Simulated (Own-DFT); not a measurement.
# Misfit strain and the stress it brings: wurtzite AlN, 72 atoms (Al36N36)

The numbers are computed, not measured, by runs of the plane-wave DFT program Own-DFT (in-house, retired, unreviewed) at fixed positions, with no spin and no spin-orbit coupling.

All runs used: PBE; PseudoDojo norm-conserving scalar-relativistic files; cutoff 42 hartree; 3 x 3 x 2 k mesh centred on Gamma; Fermi-Dirac smearing of 0.1 eV.

Caveats: forces on such cells moved up to 12 meV/angstrom on a denser k mesh; stress not checked against mesh or cutoff.

Unstrained cell vectors in Å: (9.336, 0.000, 0.000); (-4.668, 8.085, 0.000); (0.000, 0.000, 9.964). The unstrained cell has measured lattice constants (interpolated for alloys), not those of this functional. That, the random moves and any unrelaxed bonds set the pressure at no strain. Each run strains x and y alike by e, as a substrate would, and holds the height along z. All atoms carry random offsets, Gaussian with a width of 0.05 Å per axis. Stress is positive in tension.

| e (%) | u (Å) | (s_xx + s_yy)/2 (GPa) | s_zz (GPa) |
|---|---|---|---|
| -2.75 | 0.051 | -24.22 | -9.78 |
| -2.25 | 0.047 | -19.17 | -9.32 |
| -1.50 | 0.050 | -15.76 | -7.33 |
| -1.00 | 0.049 | -11.79 | -6.81 |
| -0.75 | 0.048 | -10.30 | -6.13 |
| -0.50 | 0.045 | -7.98 | -6.06 |
| -0.25 | 0.049 | -8.02 | -3.99 |
| 1.50 | 0.043 | 1.90 | -1.09 |
| 1.75 | 0.049 | ? | ? |
| 2.25 | 0.051 | 6.25 | -2.95 |

## What the rows give

With e as a fraction, the in-plane stress is -5.9 + 580 e - 2401 e² GPa (errors 16 and 998, scatter 0.72), and s_zz is -5.0 + 166 e GPa (slope ± 22, scatter 1.03). At e = 0 the first slope is C11 + C12 and the second 2 C13, both with the ions held to the strained lattice and at the cell's own pressure. A free layer would change its height as e changes, and the in-plane slope would drop by 2 C13²/C33 to the biaxial modulus. At fixed height, a misfit of 1 % moves the in-plane stress by about 5.8 GPa and s_zz by 1.7 GPa.

## Withheld run

The question: what are the two stresses at e = 1.75 %?

The fit gives 3.5 and -2.1 GPa. Computed: 2.66 and -0.42 GPa.
